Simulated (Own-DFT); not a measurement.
# Strain and stress in C40 NbSi2, 36 atoms (Nb12Si24)

All numbers below are calculated, not measured. The program, named Own-DFT, is a retired in-house plane-wave density functional code that no person has reviewed. Each row is one single-point run on a periodic cell that was not relaxed, without spin or spin-orbit coupling.

Settings of every run: PBE; PseudoDojo norm-conserving scalar-relativistic files; cutoff 42 hartree; 4 x 4 x 5 k mesh centred on Gamma; cold (Marzari-Vanderbilt) smearing of 0.2 eV.

Known limits: forces on such cells failed a check on a denser k mesh; stress not checked against mesh or cutoff.

Unstrained cell vectors in Å: (0.000, 8.324, 0.000); (-9.613, 0.000, 0.000); (0.000, 0.000, 6.586). The unstrained cell was taken from the Materials Project. The random moves and any unrelaxed bonds add to the pressure at no strain. Each run strains this cell uniformly, with the atoms carried along. Every atom was also moved at random, by a Gaussian of width 0.05 Å on each axis. Strain is the symmetric tensor, in per cent. Stress is positive in tension, and the pressure is minus a third of its trace.

| run | e_xx (%) | e_yy (%) | e_zz (%) | e_yz (%) | e_xz (%) | e_xy (%) | s_xx (GPa) | s_yy (GPa) | s_zz (GPa) | s_yz (GPa) | s_xz (GPa) | s_xy (GPa) | P (GPa) | E (meV/atom) |
|---|---|---|---|---|---|---|---|---|---|---|---|---|---|---|
| 1 | -0.71 | -0.82 | 1.98 | -1.26 | -1.37 | -1.59 | -3.84 | -4.09 | 3.50 | -3.97 | -3.95 | -4.82 | 1.47 | 7.4 |
| 2 | -1.99 | 0.38 | -1.90 | 1.89 | -1.29 | -0.30 | -11.91 | -3.93 | -14.14 | 5.79 | -4.19 | -1.01 | 10.00 | 26.7 |
| 3 | 1.62 | -1.65 | 1.03 | -0.92 | -1.35 | -0.96 | 3.07 | -6.53 | 0.98 | -2.97 | -3.54 | -2.42 | 0.83 | 6.4 |
| 4 | -0.33 | 0.46 | -0.26 | -0.18 | 1.00 | -1.77 | -3.48 | -1.38 | -4.63 | -0.22 | 3.29 | -5.49 | 3.16 | 9.1 |
| 5 | -0.69 | -0.13 | 1.10 | -1.90 | -0.04 | -0.05 | -4.34 | -2.25 | 0.44 | -5.56 | -0.25 | -0.75 | 2.05 | 9.8 |
| 6 | -1.40 | -1.04 | -0.32 | 1.54 | 0.25 | -1.23 | -8.49 | -7.84 | -7.80 | 5.20 | 0.59 | -3.59 | 8.04 | 19.4 |
| 7 | 1.47 | 1.68 | 0.43 | -0.79 | -1.31 | 1.41 | 4.00 | 4.38 | 0.28 | -2.38 | -4.00 | 3.44 | -2.89 | 12.1 |
| 8 | 0.35 | -1.84 | 0.12 | 0.79 | 0.02 | 1.90 | -2.33 | -9.42 | -4.50 | 2.94 | 0.33 | 5.78 | 5.42 | 16.2 |
| 9 | -1.81 | 1.77 | 1.86 | 1.61 | 0.95 | -0.95 | -6.61 | 4.15 | 3.72 | 4.22 | 2.69 | -2.78 | -0.42 | 16.1 |
| 10 | -1.34 | -0.55 | 1.59 | -0.25 | -0.84 | -0.47 | -6.51 | -5.15 | 0.90 | -1.59 | -2.49 | -1.30 | 3.59 | 32.5 |
| 11 | -0.85 | -1.14 | -0.95 | 1.71 | 1.82 | -0.50 | -6.56 | -8.90 | -10.55 | 5.03 | 6.49 | -1.25 | 8.67 | 28.2 |
| 12 | -0.50 | 1.02 | 1.09 | -0.36 | 0.73 | -0.43 | -2.62 | 1.85 | 1.53 | -1.17 | 2.31 | -1.69 | -0.25 | 0.6 |
| 13 | 1.92 | 1.74 | 0.39 | 1.12 | -1.16 | -0.12 | 5.67 | 5.27 | 1.01 | 3.49 | -3.06 | -0.13 | -3.98 | 0.0 |
| 14 | 0.13 | -1.14 | 0.79 | -1.81 | -0.20 | 0.20 | -1.94 | -5.59 | -1.07 | -5.72 | -0.85 | 0.56 | 2.87 | 6.0 |
| 15 | -0.71 | -1.41 | -0.90 | -1.18 | -1.81 | 0.02 | -6.39 | -9.48 | -10.38 | -3.78 | -6.11 | 0.25 | 8.75 | 22.4 |
| 16 | -1.42 | 1.77 | 0.88 | -0.48 | 1.67 | 1.87 | ? | ? | ? | ? | ? | ? | ? | ? |

E is the free energy for each atom above the lowest run shown.

## Worked fit

Each stress component was fitted by least squares to a constant and the strains of the runs shown, as fractions, with shears doubled. Shear strains stay in the fit of a normal stress only where such slopes are resolved. The slopes, in GPa:

| stress | at no strain | per e_xx | per e_yy | per e_zz | scatter |
|---|---|---|---|---|---|
| s_xx | -2.6 | 364 ± 7 | 52 ± 7 | 87 ± 8 | 0.31 |
| s_yy | -2.8 | 68 ± 10 | 368 ± 10 | 91 ± 11 | 0.47 |
| s_zz | -4.1 | 101 ± 8 | 81 ± 8 | 452 ± 9 | 0.36 |

Each shear stress against twice its own strain: yz 151 ± 5, xz 159 ± 4, xy 143 ± 3 GPa. These are stiffnesses along x, y and z of the frame in which the cell vectors are given, which need not be the crystal's axes. The atoms are held to the strained lattice; where symmetry lets them move under strain, relaxing them would lower some slopes. The table should be nearly symmetric about its diagonal, and what it lacks of that shows the noise. A ninth of its sum, 185 ± 5 GPa, estimates the bulk modulus near the mean pressure of these runs, 3.2 GPa, so it lies above the value at zero pressure.

## Withheld run

Question: what normal stresses and pressure should run 16 give?

The fit gives s_xx = -6.1, s_yy = 3.6, s_zz = -0.1 and P = 0.9 GPa. The calculation gave -6.91, 3.01, -1.08 and P = 1.66 GPa.
